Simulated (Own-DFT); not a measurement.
Al$_{3}$GaAs$_{4}$ (zincblende random alloy, atoms displaced) (calculated)

Computed with Own-DFT development build. A calculation, not a measurement: plane-wave PBE density functional theory by an unreviewed code, no spin, of a simulated periodic cell, stress positive in tension, free energy of the whole cell less one offset for each atom, forces on such cells passed a denser k mesh, this cell's mesh not checked; offsets are fitted by least squares, one for each functional and potential file, so energies compare only between cells with the same atoms and settings and are not formation energies; the far tail of each file's local potential was reset to the Coulomb form; each entry is a single point on an unrelaxed cell, so the pressure reflects the starting lattice, mostly measured values, from which strain is counted, and rises with the displacements; printed positions are rounded, which can move forces by about a meV/angstrom; the program is a retired in-house code; no spin-orbit coupling.

```xyz
64
Lattice="11.3183 0.0000 0.0000 0.0000 11.3183 0.0000 0.0000 0.0000 11.3183" Properties=species:S:1:pos:R:3:force_x:R:1:force_y:R:1:force_z:R:1 formula=Al3GaAs4 functional=PBE potential_files=PseudoDojo_norm-conserving,scalar-relativistic,standard_set wave_cutoff=42 occupations=Fermi-Dirac smearing_width=0.1 k_mesh=3_x_3_x_3_centred_on_Gamma free_energy_of_cell_above_offsets=-20.020 pressure=2.99 stress_xx=-3 stress_yy=-3.01 stress_zz=-2.96 stress_yz=0.03 stress_xz=0.25 stress_xy=-0.54
Al     0.0276     0.0105     0.0160     -0.453     -0.378     -0.485
Al    11.2719     2.8279     2.8060      0.436     -0.234     -0.042
Ga     2.8356    11.2722     2.8854      0.167        0.8     -1.048
Al     2.8255     2.8307    11.3177      -0.19     -0.292     -0.147
As     1.3961     1.3769     1.3413      0.483      0.521      1.166
As     1.4162     4.2675     4.2013     -0.341     -0.538      0.585
As     4.2530     1.4140     4.1986     -0.125     -0.082      0.642
As     4.2019     4.2209     1.3927       0.34      0.315      0.373
Ga     0.0333    11.3039     5.6689       0.05      0.417     -0.335
Al     0.0093     2.8705     8.5617     -0.641      -0.35     -0.886
Ga     2.8089    11.2994     8.4339      -0.01      0.475      0.593
Al     2.8035     2.7947     5.6633      0.443      0.574     -0.353
As     1.3960     1.4866     7.0858     -0.158     -0.512      0.189
As     1.3563     4.1954     9.9191      0.902      1.026      0.235
As     4.2584     1.3811     9.9755     -0.118      0.076      -0.71
As     4.2540     4.2613     7.1061     -0.121     -0.443     -0.339
Al    11.2596     5.6520    11.3091      0.463      0.181      0.068
Ga     0.0117     8.4801     2.8037     -0.039      0.057     -0.036
Al     2.7974     5.6409     2.8423      0.273      0.137     -0.522
Al     2.8025     8.4950    11.2463      0.422     -0.267      0.796
As     1.4319     7.0689     1.3889     -0.109     -0.116     -0.146
As     1.4403     9.9367     4.1806     -0.366      -0.97      1.143
As     4.2429     7.0201     4.2192      -0.06       0.48      0.297
As     4.2247     9.8856     1.4172     -0.012      -0.16     -0.217
Al     0.0132     5.6796     5.6702     -0.242     -0.131     -0.238
Al     0.0206     8.4646     8.4877     -0.362      0.561      0.411
Al     2.8551     5.6568     8.4777     -0.575      -0.29      0.343
Al     2.8759     8.4889     5.7016     -0.638     -0.317     -0.622
As     1.3816     7.0779     7.1442      0.604      -0.19     -0.749
As     1.4353     9.8762     9.9290     -0.577      0.504     -0.656
As     4.2125     7.0853     9.8753      0.355      -0.18       0.27
As     4.2272     9.9284     7.0449      0.371     -0.202      0.246
Al     5.6775    11.2632     0.0115     -0.097      0.271      0.195
Al     5.6505     2.8353     2.8529      0.165      0.026     -0.597
Ga     8.4680    11.2704     2.8480      0.244      0.612     -0.277
Ga     8.5021     2.7974     0.0482      0.138      0.353     -0.386
As     7.0933     1.3994     1.3928     -0.414     -0.127      0.526
As     7.0334     4.2444     4.2678      0.446     -0.132     -0.035
As     9.8777     1.4131     4.2467      0.409      -0.33       -0.2
As     9.9048     4.2787     1.4297     -0.413     -0.143      0.096
Al     5.6497    11.2955     5.6513      0.357      0.246      -0.39
Al     5.6632     2.8381     8.5207      -0.11     -0.394      -0.01
Al     8.4696    11.2340     8.4798      0.384      0.809      0.044
Al     8.5279     2.7890     5.6482     -0.719      0.198     -0.002
As     7.0743     1.4029     7.0672     -0.051     -0.078      0.136
As     7.0700     4.2320     9.9120      0.322      0.251      0.105
As     9.9419     1.4316     9.9137     -0.516     -0.604     -0.192
As     9.8758     4.2108     7.0380      0.552      0.315      0.406
Ga     5.6696     5.6824     0.0353     -0.225     -0.263     -0.374
Al     5.6322     8.5047     2.8344      0.209     -0.432     -0.244
Al     8.4259     5.6745     2.8118      0.446     -0.467      0.461
Al     8.4719     8.4781     0.0336      0.206      0.581     -0.112
As     7.1273     7.0572     1.3946     -0.911      0.489      0.329
As     7.1027     9.8752     4.1942     -0.463      -0.24      0.911
As     9.8862     7.0826     4.2066      0.139     -0.181        0.3
As     9.9102     9.9353     1.4316     -0.016     -0.309      -0.34
Ga     5.6620     5.6772     5.6868     -0.146     -0.206     -0.167
Al     5.6175     8.5076     8.5024      0.319     -0.268     -0.488
Al     8.5441     5.6623     8.5049     -0.372     -0.068     -0.031
Al     8.4849     8.4400     5.6911      0.438      0.635     -0.642
As     7.1062     7.0662     7.0230     -0.426      0.043      1.145
As     7.0558     9.8841     9.8970      0.127     -0.296      0.171
As     9.8926     7.1316     9.9464      0.079     -0.287     -0.418
As     9.9462     9.9097     7.0492     -0.271     -0.479      0.251
```

Units: wave_cutoff in hartree; smearing_width, free_energy_of_cell_above_offsets in eV; pressure, stress_xx, stress_yy, stress_zz, stress_yz, stress_xz, stress_xy in GPa; force_x, force_y, force_z in eV/Å.
